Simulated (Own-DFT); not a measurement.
Simulation results for Hf₃₆O₇₁ (tetragonal hafnia with one neutral oxygen vacancy, atoms displaced)

All values are calculated (Own-DFT development build). A calculation, not a measurement: plane-wave PBE and HSE06 DFT by an unreviewed code, no spin, of a simulated cell at Gamma alone, so results move with cell size and shape, stress positive in tension, energies less offsets, not probed for a lower state with spin; hafnium file: forces about 75 meV/angstrom off all-electron values; oxygen file: force components 24 meV/angstrom off all-electron in a glass; k mesh not checked against a denser one; forces and stress are PBE's, HSE06 gives the energy alone, and its difference from PBE has offsets of its own; offsets are fitted by least squares, one for each functional and potential file, so energies compare only between cells with the same atoms and settings and are not formation energies; the far tail of each file's local potential was reset to the Coulomb form; each entry is a single point on an unrelaxed cell, so the pressure reflects the starting lattice, taken from the Materials Project, from which strain is counted, and rises with the displacements; printed positions are rounded, which can move forces by about a meV/angstrom; the program is a retired in-house code; no spin-orbit coupling.

Settings shared by all entries: first functional PBE; second functional HSE06; exact exchange share 0.25; screening 0.11 1/bohr; exchange divergence Gygi-Baldereschi; potential files PseudoDojo norm-conserving, scalar-relativistic, made for PBE, standard set; wave cutoff 48 hartree; occupations fixed; k mesh 1 x 1 x 1 centred on Gamma.

```yaml
- entry: 1
  formula: Hf36O71
  kind: "tetragonal hafnia with one neutral oxygen vacancy, atoms displaced"
  structure:
    cell_angstrom: [[10.78, 0.0, 0.0], [0.0, 10.78, 0.0], [0.0, 0.0, 10.4493]]
    atoms_fractional:
      - [Hf, 0.00063, 0.99922, 0.99928]
      - [Hf, 0.16804, 0.16343, 0.25101]
      - [O, 0.99989, 0.16481, 0.14894]
      - [O, 0.16463, 0.0033, 0.34123]
      - [O, 0.00233, 0.16554, 0.4017]
      - [O, 0.16891, 0.99881, 0.09656]
      - [Hf, 0.99891, 0.00103, 0.49875]
      - [Hf, 0.16423, 0.16378, 0.7519]
      - [O, 0.9979, 0.16603, 0.65186]
      - [O, 0.16983, 0.99911, 0.8516]
      - [O, 0.99588, 0.17213, 0.89996]
      - [O, 0.16501, 0.99825, 0.59968]
      - [Hf, 0.00109, 0.33527, 0.00299]
      - [Hf, 0.16602, 0.50287, 0.24604]
      - [O, 0.00232, 0.49338, 0.15465]
      - [O, 0.1669, 0.33272, 0.34711]
      - [O, 0.99833, 0.4975, 0.40096]
      - [O, 0.16425, 0.33432, 0.09725]
      - [Hf, 0.00365, 0.33356, 0.49873]
      - [Hf, 0.16958, 0.49941, 0.75224]
      - [O, 0.99739, 0.4996, 0.6499]
      - [O, 0.1637, 0.3358, 0.8486]
      - [O, 0.9949, 0.5005, 0.90251]
      - [O, 0.16461, 0.33016, 0.59983]
      - [Hf, 0.99807, 0.66994, 0.00456]
      - [Hf, 0.16707, 0.83209, 0.25328]
      - [O, 0.00431, 0.83288, 0.15639]
      - [O, 0.16607, 0.66674, 0.34799]
      - [O, 0.99355, 0.83397, 0.4035]
      - [O, 0.16645, 0.66545, 0.10067]
      - [Hf, 0.00115, 0.66508, 0.49864]
      - [Hf, 0.1645, 0.83397, 0.75361]
      - [O, 0.0025, 0.83241, 0.65231]
      - [O, 0.16151, 0.66869, 0.84848]
      - [O, 0.00276, 0.83271, 0.89996]
      - [O, 0.1613, 0.66701, 0.60122]
      - [Hf, 0.33106, 0.00562, 7.0e-05]
      - [Hf, 0.49717, 0.16808, 0.25142]
      - [O, 0.33299, 0.16396, 0.15757]
      - [O, 0.5018, 0.99776, 0.35123]
      - [O, 0.33191, 0.16509, 0.39896]
      - [Hf, 0.33589, 0.99731, 0.49702]
      - [Hf, 0.49597, 0.16605, 0.74692]
      - [O, 0.33296, 0.16914, 0.65004]
      - [O, 0.50416, 0.99916, 0.85101]
      - [O, 0.33177, 0.16771, 0.90024]
      - [O, 0.50231, 0.99839, 0.59752]
      - [Hf, 0.33102, 0.33942, 0.00211]
      - [Hf, 0.49855, 0.49518, 0.2488]
      - [O, 0.33388, 0.50147, 0.15434]
      - [O, 0.49941, 0.33146, 0.34485]
      - [O, 0.33415, 0.49889, 0.39663]
      - [O, 0.5023, 0.33388, 0.09317]
      - [Hf, 0.33703, 0.33608, 0.49972]
      - [Hf, 0.50063, 0.49545, 0.75099]
      - [O, 0.33453, 0.49822, 0.65199]
      - [O, 0.49709, 0.33244, 0.84487]
      - [O, 0.32772, 0.49883, 0.90192]
      - [O, 0.50098, 0.33193, 0.59766]
      - [Hf, 0.33684, 0.67291, 0.99722]
      - [Hf, 0.50045, 0.8321, 0.25238]
      - [O, 0.32975, 0.83439, 0.14635]
      - [O, 0.50004, 0.66369, 0.34665]
      - [O, 0.33661, 0.83376, 0.40085]
      - [O, 0.50363, 0.66748, 0.09776]
      - [Hf, 0.3343, 0.66448, 0.49989]
      - [Hf, 0.49863, 0.82994, 0.75036]
      - [O, 0.3329, 0.83474, 0.65371]
      - [O, 0.50149, 0.66646, 0.84993]
      - [O, 0.33325, 0.83983, 0.89352]
      - [O, 0.50075, 0.66668, 0.59635]
      - [Hf, 0.66502, 0.99873, 0.99787]
      - [Hf, 0.83205, 0.1673, 0.25166]
      - [O, 0.66756, 0.1704, 0.15251]
      - [O, 0.83351, 0.9994, 0.34584]
      - [O, 0.66506, 0.16533, 0.40185]
      - [O, 0.83026, 0.99936, 0.09276]
      - [Hf, 0.67096, 0.99664, 0.50516]
      - [Hf, 0.83455, 0.16471, 0.75395]
      - [O, 0.6629, 0.16353, 0.65215]
      - [O, 0.82954, 0.0004, 0.84553]
      - [O, 0.6699, 0.16455, 0.90186]
      - [O, 0.8331, 0.00054, 0.60337]
      - [Hf, 0.67047, 0.33771, 0.00046]
      - [Hf, 0.82908, 0.50051, 0.24927]
      - [O, 0.67146, 0.49781, 0.14371]
      - [O, 0.83163, 0.33504, 0.34611]
      - [O, 0.66383, 0.49599, 0.40276]
      - [O, 0.82902, 0.33391, 0.09737]
      - [Hf, 0.66516, 0.33724, 0.49941]
      - [Hf, 0.83326, 0.49963, 0.75086]
      - [O, 0.667, 0.5017, 0.65197]
      - [O, 0.83604, 0.33596, 0.85196]
      - [O, 0.66287, 0.5024, 0.90101]
      - [O, 0.83146, 0.3384, 0.59701]
      - [Hf, 0.66705, 0.66873, 0.00416]
      - [Hf, 0.8321, 0.82969, 0.25075]
      - [O, 0.66765, 0.83232, 0.14955]
      - [O, 0.83526, 0.66653, 0.34965]
      - [O, 0.66502, 0.83828, 0.40579]
      - [O, 0.83231, 0.66348, 0.09952]
      - [Hf, 0.66227, 0.66374, 0.50239]
      - [Hf, 0.83424, 0.83099, 0.75649]
      - [O, 0.66949, 0.83917, 0.65123]
      - [O, 0.83058, 0.6663, 0.84946]
      - [O, 0.6634, 0.83383, 0.89919]
      - [O, 0.8333, 0.66435, 0.59825]
  results:
    "PBE_energy_of_cell_above_offsets [eV]": "-101.002"
    "HSE06_less_PBE_above_offsets [eV]": "-0.149"
    "PBE_pressure [GPa]": 0.4
    "PBE_stress_xx [GPa]": -0.05
    "PBE_stress_yy [GPa]": -0.45
    "PBE_stress_zz [GPa]": -0.71
    "PBE_stress_yz [GPa]": 0.8
    "PBE_stress_xz [GPa]": -0.72
    "PBE_stress_xy [GPa]": -0.02
    force_element: [Hf, Hf, O, O, O, O, Hf, Hf, O, O, O, O, Hf, Hf, O, O, O, O, Hf, Hf, O, O, O, O, Hf, Hf, O, O, O, O, Hf, Hf, O, O, O, O, Hf, Hf, O, O, O, Hf, Hf, O, O, O, O, Hf, Hf, O, O, O, O, Hf, Hf, O, O, O, O, Hf, Hf, O, O, O, O, Hf, Hf, O, O, O, O, Hf, Hf, O, O, O, O, Hf, Hf, O, O, O, O, Hf, Hf, O, O, O, O, Hf, Hf, O, O, O, O, Hf, Hf, O, O, O, O, Hf, Hf, O, O, O, O]
    "force_x [eV/angstrom]": [-0.295, -0.833, -0.037, 0.142, -0.242, -0.745, -0.351, 0.038, 0.329, -0.69, 0.42, 0.438, -0.973, -0.219, -0.964, 0.078, 0.307, 1.128, -0.646, -1.337, 0.802, 0.153, 0.348, 0.869, 0.64, 0.222, -0.964, 0.105, 0.569, 0.202, -0.809, 0.179, -0.803, 0.563, -0.48, 1.619, 1.049, 1.305, 0.228, -0.575, 0.242, 0.191, 0.95, -0.359, -0.396, -0.137, -1.034, 0.246, 0.507, 0.194, -0.266, 0.157, -0.914, -1.241, 0.691, -0.075, -0.068, 0.255, -0.245, -0.301, -0.038, 0.836, 0.097, -0.365, -0.985, -0.757, 0.492, -0.051, -0.743, 0.175, -0.646, -0.789, -0.245, -0.626, 0.073, 0.183, 0.888, -0.304, -0.925, 0.532, 0.665, -0.047, 0.842, -0.144, 1.036, -1.198, -0.023, -0.018, 1.3, 1.196, 0.615, -0.787, -0.557, -0.065, 0.031, -0.069, 0.311, -0.352, -0.541, 0.064, 0.543, 1.494, -0.074, -0.36, 0.138, 0.385, -0.359]
    "force_y [eV/angstrom]": [1.051, 1.192, -0.003, -1.583, 0.253, 0.213, -0.128, 0.601, -0.016, 0.542, -1.331, 0.273, 0.066, -0.813, 0.503, 0.304, 0.54, -0.002, 0.072, 0.235, -0.055, -0.512, 0.683, 0.368, -0.883, 0.348, -0.136, 0.048, -0.105, -0.125, -0.141, -0.035, 0.06, -0.51, 0.203, -0.293, -0.486, -1.334, -0.094, 0.259, 0.276, 0.708, -0.659, -0.191, 0.204, 0.483, -0.024, -0.997, 0.405, -0.236, 0.699, 0.359, 0.319, -1.051, 0.251, 0.197, 0.165, 0.966, 0.459, 0.395, 0.707, -0.204, -0.116, -0.699, -0.122, 0.271, 1.248, -0.422, -0.405, -1.043, 0.106, 0.735, -0.042, -0.524, -0.104, 0.429, -0.325, 1.278, 0.668, 0.338, -0.664, 0.726, 0.11, -1.092, -0.571, 0.324, -0.228, 1.227, 0.009, -1.994, -0.27, 0.04, -0.187, -0.073, -0.308, -0.099, 0.936, 0.063, -0.284, -1.904, 0.397, 0.662, 0.329, -0.766, 0.183, -0.509, 0.21]
    "force_z [eV/angstrom]": [0.365, -0.238, 0.283, 1.074, -0.015, -0.071, 0.746, -0.55, 0.092, -0.127, 0.205, -0.514, -0.511, 0.759, -0.26, -0.093, 0.001, 0.149, 0.334, -0.35, 0.508, 0.019, 0.527, -0.28, -0.85, -0.563, -0.592, 0.438, -0.101, -0.424, 0.662, -0.938, 0.327, 0.341, 0.678, -0.618, -0.051, -0.119, -1.107, -1.154, 0.655, 0.924, 0.44, 0.041, -0.195, 0.507, 0.015, -0.413, -0.427, -0.691, 0.5, 0.751, 0.536, -0.027, 0.326, -0.391, 0.042, 0.092, -0.145, 0.021, -0.437, 0.5, 0.161, -0.09, 0.164, 0.211, 0.023, -0.601, -0.203, 1.111, 0.3, -0.009, -0.318, 0.216, 0.033, 0.292, 0.167, 0.057, -0.493, 0.367, 0.553, 0.354, -0.633, -0.801, 0.228, 1.026, -0.04, -0.743, 0.404, 0.432, -0.261, -0.094, -0.498, -0.097, -0.16, -1.205, 0.393, 0.465, -0.381, -0.759, 0.329, -0.119, -1.469, 0.45, 0.417, 0.446, -0.234]
- entry: 2
  formula: Hf36O71
  kind: "tetragonal hafnia with one neutral oxygen vacancy, atoms displaced"
  structure:
    cell_angstrom: [[10.78, 0.0, 0.0], [0.0, 10.78, 0.0], [0.0, 0.0, 10.4493]]
    atoms_fractional:
      - [Hf, 0.00592, 0.0061, 0.00804]
      - [Hf, 0.16753, 0.16609, 0.24168]
      - [O, 0.00159, 0.18146, 0.15282]
      - [O, 0.16112, 0.99853, 0.34675]
      - [O, 0.00364, 0.16405, 0.3948]
      - [O, 0.17194, 0.00081, 0.09897]
      - [Hf, 0.00698, 0.00077, 0.49175]
      - [Hf, 0.17481, 0.16264, 0.74491]
      - [O, 0.15785, 0.99993, 0.84231]
      - [O, 0.99202, 0.1694, 0.89371]
      - [O, 0.16851, 0.00486, 0.59553]
      - [Hf, 0.00247, 0.32779, 0.00355]
      - [Hf, 0.17414, 0.49454, 0.25296]
      - [O, 0.00682, 0.50294, 0.14838]
      - [O, 0.15967, 0.33022, 0.32647]
      - [O, 0.01473, 0.50498, 0.40719]
      - [O, 0.15883, 0.3347, 0.10173]
      - [Hf, 0.00687, 0.33593, 0.49755]
      - [Hf, 0.1681, 0.49732, 0.75687]
      - [O, 0.00202, 0.49805, 0.63921]
      - [O, 0.17955, 0.33934, 0.85002]
      - [O, 0.99359, 0.50517, 0.90721]
      - [O, 0.15374, 0.33529, 0.58309]
      - [Hf, 0.99374, 0.66434, 0.99778]
      - [Hf, 0.16178, 0.84321, 0.24636]
      - [O, 0.00545, 0.83013, 0.15555]
      - [O, 0.16164, 0.66449, 0.33681]
      - [O, 0.99925, 0.8359, 0.40425]
      - [O, 0.16833, 0.67281, 0.11281]
      - [Hf, 0.0006, 0.6682, 0.49379]
      - [Hf, 0.17875, 0.82596, 0.75437]
      - [O, 0.99697, 0.82664, 0.65086]
      - [O, 0.17942, 0.66317, 0.83875]
      - [O, 0.00206, 0.83646, 0.90198]
      - [O, 0.15905, 0.66653, 0.60342]
      - [Hf, 0.3324, 0.01119, 0.0035]
      - [Hf, 0.50788, 0.17237, 0.25449]
      - [O, 0.33758, 0.17077, 0.16029]
      - [O, 0.5033, 0.99861, 0.35318]
      - [O, 0.32313, 0.16993, 0.40029]
      - [O, 0.51062, 0.00927, 0.10075]
      - [Hf, 0.34233, 0.98939, 0.50071]
      - [Hf, 0.49411, 0.15762, 0.7397]
      - [O, 0.33139, 0.16215, 0.6535]
      - [O, 0.50222, 0.00112, 0.84892]
      - [O, 0.34196, 0.16468, 0.90166]
      - [O, 0.50692, 0.99251, 0.58785]
      - [Hf, 0.3296, 0.34855, 0.00144]
      - [Hf, 0.50325, 0.50192, 0.24865]
      - [O, 0.33724, 0.50026, 0.15083]
      - [O, 0.50542, 0.33757, 0.3543]
      - [O, 0.32844, 0.49304, 0.39437]
      - [O, 0.50571, 0.34079, 0.09821]
      - [Hf, 0.34212, 0.33299, 0.50094]
      - [Hf, 0.51163, 0.49624, 0.75231]
      - [O, 0.33381, 0.50311, 0.65838]
      - [O, 0.49187, 0.33587, 0.85234]
      - [O, 0.32611, 0.49525, 0.9004]
      - [O, 0.50111, 0.33579, 0.58733]
      - [Hf, 0.32876, 0.66395, 0.00169]
      - [Hf, 0.49932, 0.82233, 0.25238]
      - [O, 0.33702, 0.8372, 0.1415]
      - [O, 0.49711, 0.66492, 0.3602]
      - [O, 0.32922, 0.83408, 0.39246]
      - [O, 0.49326, 0.66539, 0.10285]
      - [Hf, 0.33988, 0.67288, 0.49582]
      - [Hf, 0.49254, 0.83332, 0.76913]
      - [O, 0.33382, 0.82332, 0.64657]
      - [O, 0.48852, 0.66025, 0.84947]
      - [O, 0.33135, 0.84199, 0.90158]
      - [O, 0.49703, 0.66506, 0.58636]
      - [Hf, 0.67663, 0.99945, 0.9999]
      - [Hf, 0.83101, 0.16689, 0.24376]
      - [O, 0.66829, 0.1648, 0.14676]
      - [O, 0.84835, 0.00443, 0.33887]
      - [O, 0.66128, 0.16442, 0.40325]
      - [O, 0.81461, 0.99849, 0.10112]
      - [Hf, 0.65719, 0.99968, 0.50323]
      - [Hf, 0.82857, 0.17686, 0.76007]
      - [O, 0.66884, 0.16255, 0.64063]
      - [O, 0.8325, 0.99638, 0.85013]
      - [O, 0.66468, 0.16516, 0.90174]
      - [O, 0.83195, 0.97955, 0.60587]
      - [Hf, 0.65891, 0.35051, 0.99712]
      - [Hf, 0.82417, 0.50423, 0.25341]
      - [O, 0.66063, 0.5093, 0.14443]
      - [O, 0.83902, 0.33813, 0.3564]
      - [O, 0.67278, 0.49528, 0.41093]
      - [O, 0.82898, 0.33365, 0.07873]
      - [Hf, 0.66753, 0.33094, 0.50887]
      - [Hf, 0.82016, 0.5015, 0.75663]
      - [O, 0.66286, 0.51347, 0.64759]
      - [O, 0.83269, 0.32574, 0.85652]
      - [O, 0.67304, 0.51394, 0.89236]
      - [O, 0.82922, 0.32898, 0.60645]
      - [Hf, 0.67051, 0.65998, 0.00845]
      - [Hf, 0.83529, 0.82533, 0.24]
      - [O, 0.66861, 0.83188, 0.14476]
      - [O, 0.83562, 0.66809, 0.35205]
      - [O, 0.65663, 0.8331, 0.39814]
      - [O, 0.84285, 0.65818, 0.09644]
      - [Hf, 0.6766, 0.67981, 0.48847]
      - [Hf, 0.8275, 0.8363, 0.74285]
      - [O, 0.66556, 0.82803, 0.65085]
      - [O, 0.83362, 0.66814, 0.83584]
      - [O, 0.68217, 0.83095, 0.91066]
      - [O, 0.83144, 0.67014, 0.60233]
  results:
    "PBE_energy_of_cell_above_offsets [eV]": "-89.594"
    "HSE06_less_PBE_above_offsets [eV]": "0.495"
    "PBE_pressure [GPa]": 4.07
    "PBE_stress_xx [GPa]": -4.55
    "PBE_stress_yy [GPa]": -3.61
    "PBE_stress_zz [GPa]": -4.05
    "PBE_stress_yz [GPa]": 0.77
    "PBE_stress_xz [GPa]": -0.97
    "PBE_stress_xy [GPa]": -0.37
    force_element: [Hf, Hf, O, O, O, O, Hf, Hf, O, O, O, Hf, Hf, O, O, O, O, Hf, Hf, O, O, O, O, Hf, Hf, O, O, O, O, Hf, Hf, O, O, O, O, Hf, Hf, O, O, O, O, Hf, Hf, O, O, O, O, Hf, Hf, O, O, O, O, Hf, Hf, O, O, O, O, Hf, Hf, O, O, O, O, Hf, Hf, O, O, O, O, Hf, Hf, O, O, O, O, Hf, Hf, O, O, O, O, Hf, Hf, O, O, O, O, Hf, Hf, O, O, O, O, Hf, Hf, O, O, O, O, Hf, Hf, O, O, O, O]
    "force_x [eV/angstrom]": [-1.85, 0.533, -1.27, 0.407, 0.037, -1.29, -1.626, -3.535, 0.632, 1.079, 1.098, -1.021, -2.067, -1.683, -0.076, -0.767, 2.538, -4.085, -1.299, -1.025, -0.819, 0.455, 5.964, 3.028, 2.211, -2.51, 0.521, 0.01, 0.411, 1.048, -3.985, 1.65, 0.102, 0.398, 1.828, 2.858, -0.02, 0.107, -0.809, 0.915, -1.717, -2.238, 2.297, 1.754, -0.316, -0.541, -3.646, -0.031, -1.909, 0.353, -0.33, 0.488, -1.009, -2.628, -2.957, 0.593, 1.221, 0.474, 0.11, -1.177, -0.455, 0.123, 0.219, 0.595, 1.325, -2.253, 1.405, 1.288, 0.406, 0.291, 1.154, -3.659, 0.106, -0.144, -0.915, 0.336, 6.437, 5.137, 0.821, -1.481, -0.048, -0.222, -0.27, 1.314, 2.929, 1.465, -0.698, 0.103, -0.559, 1.973, 3.668, 0.351, -0.746, -0.962, 0.229, -0.482, 0.317, -0.376, -0.817, 0.761, -2.812, -0.721, 2.074, -2.501, 0.284, -1.713, -0.163]
    "force_y [eV/angstrom]": [-1.253, 0.355, -1.587, 0.747, 0.724, 0.588, 0.142, -0.101, 0.768, -0.686, 0.103, 1.606, 1.997, -0.297, -0.639, -0.991, -0.146, 0.124, 0.984, -0.213, -2.538, -1.429, -1.051, 0.761, -3.08, 0.999, 1.584, -0.646, -0.399, 0.121, 0.547, 0.301, 0.231, -0.258, 0.44, -0.966, -1.7, -0.12, 0.041, -0.65, -0.419, 1.441, 0.905, 0.361, -0.414, 1.044, 0.479, -2.691, -0.64, -0.421, 0.078, 0.464, 0.229, 0.598, 1.275, -0.963, -0.142, 2.184, -0.348, 0.992, 2.226, 0.116, -0.568, 0.105, 0.009, -1.962, -1.329, 1.267, 0.726, -0.625, 0.164, 0.779, 0.3, 1.405, -1.191, 0.576, 0.136, 0.09, -2.853, -0.028, 1.44, 1.508, 1.711, -3.91, -1.981, -0.179, -0.186, 1.555, 0.687, -0.515, 0.063, -1.437, 3.4, -1.956, 0.009, 3.828, 2.683, -1.729, -0.112, 1.317, 0.531, -2.423, 0.579, -0.092, -0.678, -1.39, -0.495]
    "force_z [eV/angstrom]": [-3.306, 2.546, -1.47, -0.102, 0.855, 0.153, 1.561, 0.633, 0.908, 1.26, 0.01, -0.875, -0.295, 1.029, 2.203, -1.588, -1.442, -1.331, -3.4, 2.461, 0.152, -1.083, 2.472, -0.466, 0.962, -1.257, 1.412, -1.357, -3.412, 2.879, -1.718, 0.721, 2.492, 1.632, -1.208, 0.743, -0.623, -1.127, -0.631, 1.207, -0.382, -1.682, 2.473, -1.3, -0.997, -0.13, 3.601, 0.498, 1.507, -0.87, -1.093, 0.843, 0.777, -1.498, -1.687, -0.291, -0.917, 0.742, 2.859, 0.588, -1.306, 1.106, -2.249, 0.349, -0.022, 1.015, -1.905, 0.079, 0.495, -0.464, 1.018, -2.39, 1.614, 1.099, -0.359, -0.69, 2.041, -1.276, -1.612, 1.261, 0.484, -0.484, -2.408, -0.768, 0.557, 0.365, -2.023, -1.982, 2.469, -1.609, -2.593, 0.747, -0.584, 0.446, 0.328, -0.899, 1.286, 1.475, -1.062, -1.336, 1.316, 3.923, -0.043, 0.154, 2.123, -0.662, -1.672]
```
